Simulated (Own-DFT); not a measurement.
# A change of arrangement and its cost: In48P48, 96 atoms

All numbers below are calculated, not measured. The program, named Own-DFT, is a retired in-house plane-wave density functional code that no person has reviewed. Each row is one single-point run on a periodic cell that was not relaxed, without spin or spin-orbit coupling.

Settings of every run: PBE; PseudoDojo norm-conserving scalar-relativistic files; cutoff 36 hartree; 2 x 3 x 3 k mesh centred on Gamma; Fermi-Dirac smearing of 0.1 eV.

Known limits, some of them of some rows only: not probed for a lower state with spin; forces on such cells failed a check on a denser k mesh; forces not confirmed at this smearing and k mesh; stress not checked against mesh or cutoff.

All cells hold the same atoms in the same cell, with vectors in Å (17.606, 0.000, 0.000); (0.000, 11.737, 0.000); (0.000, 0.000, 11.737). Every atom was moved at random from its ideal site; u is the rms move along one axis. The defect's site can differ from row to row. E is the free energy of the cell above the lowest run. The arrangements:

- A: zincblende InP
- B: zincblende InP, with one In on a P site and one P on an In site, 2.5 Å apart

```
arrangement,u (Å),E (eV),P (GPa)
A,0.0199,0.000,3.20
A,0.0207,0.094,3.21
A,0.0211,0.183,3.23
A,0.0488,2.660,3.52
A,0.0502,3.332,3.64
A,0.0516,3.551,3.66
B,0.0277,4.407,3.48
B,0.0283,4.611,3.49
B,0.0298,4.764,3.53
B,0.0473,6.101,3.72
B,0.0495,7.148,3.85
B,0.0496,7.123,3.88
```

Question: once the cost of the random moves is taken out, how do the arrangements rank?

## Worked answer

Fit E = a + b u², with one b for all and one a for each arrangement, and with residuals divided by u², since the noise grows with the moves. Then b = 1457 eV/Å², the scatter at u = 0.04 Å is 0.21 eV, and against A:

- B: 3.91 ± 0.08 eV (higher)

These are energies of unrelaxed cells. Relaxing the atoms lowers the strained arrangements most, so the gaps would shrink and small ones could change sign.
